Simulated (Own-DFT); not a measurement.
# Computed records: Hf36O71 (tetragonal hafnia with one neutral oxygen vacancy, atoms displaced)

Computed with Own-DFT development build. A calculation, not a measurement: plane-wave PBE and HSE06 DFT by an unreviewed code, no spin, of a simulated cell at Gamma alone, so results move with cell size and shape, stress positive in tension, energies less offsets, not probed for a lower state with spin; hafnium file: forces about 75 meV/angstrom off all-electron values; oxygen file: force components 24 meV/angstrom off all-electron in a glass; k mesh not checked against a denser one; forces and stress are PBE's, HSE06 gives the energy alone, and its difference from PBE has offsets of its own; offsets are fitted by least squares, one for each functional and potential file, so energies compare only between cells with the same atoms and settings and are not formation energies; the far tail of each file's local potential was reset to the Coulomb form; each entry is a single point on an unrelaxed cell, so the pressure reflects the starting lattice, taken from the Materials Project, from which strain is counted, and rises with the displacements; printed positions are rounded, which can move forces by about a meV/angstrom; the program is a retired in-house code; no spin-orbit coupling.

```xyz
107
Lattice="10.7800 0.0000 0.0000 0.0000 10.7800 0.0000 0.0000 0.0000 10.4493" Properties=species:S:1:pos:R:3:force_x:R:1:force_y:R:1:force_z:R:1 formula=Hf36O71 first_functional=PBE second_functional=HSE06 exact_exchange_share=0.25 screening=0.11 exchange_divergence=Gygi-Baldereschi potential_files=PseudoDojo_norm-conserving,scalar-relativistic,made_for_PBE,standard_set wave_cutoff=48 occupations=fixed k_mesh=1_x_1_x_1_centred_on_Gamma PBE_energy_of_cell_above_offsets=-100.761 HSE06_less_PBE_above_offsets=-0.141 PBE_pressure=0.9 PBE_stress_xx=-0.67 PBE_stress_yy=-0.53 PBE_stress_zz=-1.49 PBE_stress_yz=0.07 PBE_stress_xz=-0.34 PBE_stress_xy=0.04
Hf     0.0834     0.0185    10.4348     -0.966     -0.647     -0.733
Hf     1.7806     1.8177     2.6253      1.095      0.113      -0.48
O     10.7553     1.8804     1.6121      0.599     -0.482      -0.21
O      1.7943     0.0484     3.6551     -0.258     -0.652     -0.534
O     10.7365     1.7400     4.2613      0.086      0.788     -1.006
O      1.8471     0.0012     0.9882     -1.062      0.033      0.846
Hf    10.7543    10.7491     5.1973      0.419      0.912      1.171
Hf     1.7913     1.7985     7.8080      0.499      0.092      0.437
O     10.7597     1.8005     6.8067      0.309      0.001      0.043
O      1.7904    10.7716     8.8845     -0.329     -0.171     -0.674
O      0.0082     1.8105     9.4061     -0.048     -0.622      0.399
O      1.8295     0.0303     6.2187     -0.492     -0.603      0.597
Hf    10.7673     3.5889    10.4201      0.603       0.32      0.198
Hf     1.8068     5.4070     2.6031     -0.869      -0.23     -0.119
O      0.0062     5.3483     1.5502      0.104      0.058      0.716
O      1.7916     3.5850     3.6492     -0.193      0.001     -0.465
O      0.0228     5.3791     4.2128     -0.097      0.363      0.043
O      1.8588     3.5788     0.9870     -2.004     -0.114      0.872
Hf     0.0212     3.5593     5.1821     -0.539      0.535      0.094
Hf     1.8018     5.3849     7.7845      0.481     -0.207      1.737
O      0.0813     5.3728     6.8165     -1.888      0.282     -0.158
O      1.7329     3.5622     8.8630      0.189      0.694     -0.677
O     10.7559     5.3854     9.4686     -0.412      0.032     -0.653
O      1.7571     3.5823     6.1878      1.171     -0.079      0.451
Hf     0.0027     7.1655     0.0357     -0.034      0.212     -0.505
Hf     1.7574     8.9718     2.6835      1.346     -0.018     -0.885
O     10.7641     8.9455     1.5935      0.361       0.57      0.552
O      1.7762     7.1577     3.6740     -0.041      0.665     -0.489
O      0.0412     9.0008     4.2726      0.113      -0.57     -1.352
O      1.8037     7.1811     1.0031     -0.097      0.181      0.571
Hf     0.0139     7.1947     5.2245     -0.677     -1.035     -0.287
Hf     1.8178     8.9900     7.7970      0.082     -0.524      0.812
O      0.0408     8.9674     6.8153     -0.509      0.303     -0.134
O      1.7801     7.1523     8.8611      0.149      0.682     -0.838
O     10.7694     8.9486     9.4145      0.111      0.877      0.537
O      1.7396     7.2266     6.1997      1.556      0.249      0.689
Hf     3.6198    10.7611     0.0354      0.708      1.009     -0.174
Hf     5.4382     1.8530     2.6747     -0.837     -1.369      -1.08
O      3.6114     1.8024     1.5926     -0.169     -0.154      0.327
O      5.4211    10.7457     3.6239      0.101      0.645      0.123
O      3.6073     1.8165     4.1417      0.232       0.03       0.46
O      5.3965    10.7516     1.0336      0.143      0.258     -0.475
Hf     3.5780     0.0046     5.2225      0.897      0.343     -0.436
Hf     5.3843     1.7964     7.8678     -0.669      0.551     -0.264
O      3.5966     1.8472     6.7633     -0.045     -0.061      0.214
O      5.4151     0.0374     8.8184     -0.235      -0.93      0.405
O      3.5689     1.7907     9.3866     -0.039     -0.244      0.449
O      5.3765    10.7541     6.2256     -0.226     -0.269     -0.095
Hf     3.5620     3.5915     0.0495       1.44     -0.231     -1.409
Hf     5.3447     5.3852     2.6632      0.484      0.599     -1.576
O      3.5426     5.4059     1.6005       1.08     -0.243      0.679
O      5.4177     3.6226     3.6266     -0.185     -0.057      0.688
O      3.5622     5.4069     4.2464       0.35     -0.442     -0.575
O      5.3810     3.5708     1.0311      0.359      0.091      0.415
Hf     3.6179     3.5880     5.1986     -0.566     -0.617      0.635
Hf     5.3886     5.3986     7.8339     -0.208     -0.462       0.65
O      3.5791     5.4367     6.8313     -0.063     -0.252     -0.372
O      5.3209     3.6041     8.8919      0.559     -0.249      -0.68
O      3.5976     5.3944     9.4827      -0.06      0.089     -0.274
O      5.3902     3.5878     6.2251      0.087      0.456      0.036
Hf     3.6274     7.2461    10.4320     -0.844     -1.349      0.503
Hf     5.4487     8.9514     2.6227     -0.527      0.732     -0.833
O      3.6245     8.9580     1.5919     -0.929      0.143      0.363
O      5.3743     7.1866     3.6122     -0.073     -0.679      0.544
O      3.5730     9.0052     4.1731      -0.33     -0.507      1.118
O      5.3543     7.1909     0.9915      1.131     -0.261      0.326
Hf     3.5773     7.1859     5.2415      0.399      0.552      0.154
Hf     5.3318     8.9308     7.9066      0.699      0.899     -0.939
O      5.4121     7.1677     8.8762     -0.361      0.113      0.002
O      3.5974     8.9849     9.4379       0.22      0.467     -1.057
O      5.3919     7.1252     6.2789     -0.406      0.597     -0.502
Hf     7.2088     0.0106     0.0075     -0.901     -0.918     -0.222
Hf     8.9736     1.8014     2.5718     -0.388      0.105      0.748
O      7.1906     1.7716     1.5741      -0.08       0.53      0.001
O      8.9991    10.7570     3.6774       0.12      0.124       -0.4
O      7.2315     1.7467     4.1405     -0.188      0.904      0.628
O      8.9296     0.0399     1.0220      1.857       0.08      0.241
Hf     7.1864    10.7477     5.1981     -0.772      0.025      0.322
Hf     8.9983     1.7638     7.8053     -0.389      0.234      0.121
O      7.1512     1.8082     6.8129      0.632     -0.092     -0.133
O      9.0361     0.0331     8.8281     -0.238     -0.647      0.139
O      7.1968     1.8154     9.4377     -0.065     -0.589     -0.391
O      8.9959     0.0141     6.2320     -0.548      -0.32      0.128
Hf     7.1961     3.5240     0.0033     -0.883      1.405      -0.11
Hf     8.9525     5.3801     2.5781      0.415      0.575     -0.061
O      7.2096     5.3814     1.5284      -1.02      0.173      0.859
O      9.0070     3.6503     3.6378     -0.015     -1.313     -0.473
O      7.2216     5.3454     4.2116      -0.15       1.07     -0.097
O      8.9618     3.6171     0.9966      0.182     -0.357      0.329
Hf     7.2113     3.6085     5.2680     -0.213     -0.639     -0.458
Hf     8.9999     5.3516     7.8325      0.109      0.416      0.464
O      7.1812     5.4105     6.8323      0.499      -0.27     -0.349
O      8.9798     3.5666     8.8505      0.124      0.276     -0.183
O      7.1575     5.3882     9.3773      0.466     -0.593      0.178
O      8.9675     3.6248     6.2279      0.631       0.15      0.394
Hf     7.1985     7.1384    10.4143     -0.031      0.593       0.37
Hf     9.0156     9.0065     2.6699     -1.228     -0.432     -1.514
O      7.1707     9.0112     1.5542      1.018     -0.246       0.67
O      9.0155     7.2386     3.6309     -0.005     -0.802      0.186
O      7.1592     8.9327     4.1848      0.329      0.388      0.352
O      8.9756     7.1662     1.0373      0.032     -0.053     -0.211
Hf     7.2344     7.1772     5.2595     -1.066     -0.101     -0.159
Hf     9.0148     8.9785     7.8118     -0.625      0.256      0.633
O      7.1367     8.9299     6.8611      0.556      0.205     -0.452
O      8.9848     7.2447     8.8444     -0.135     -1.391     -0.181
O      7.1635     8.9803     9.4156      0.068      0.253      0.375
O      8.9642     7.2171     6.2313      1.031     -0.207      0.337
```

Units: screening in 1/bohr; wave_cutoff in hartree; PBE_energy_of_cell_above_offsets, HSE06_less_PBE_above_offsets in eV; PBE_pressure, PBE_stress_xx, PBE_stress_yy, PBE_stress_zz, PBE_stress_yz, PBE_stress_xz, PBE_stress_xy in GPa; force_x, force_y, force_z in eV/Å.
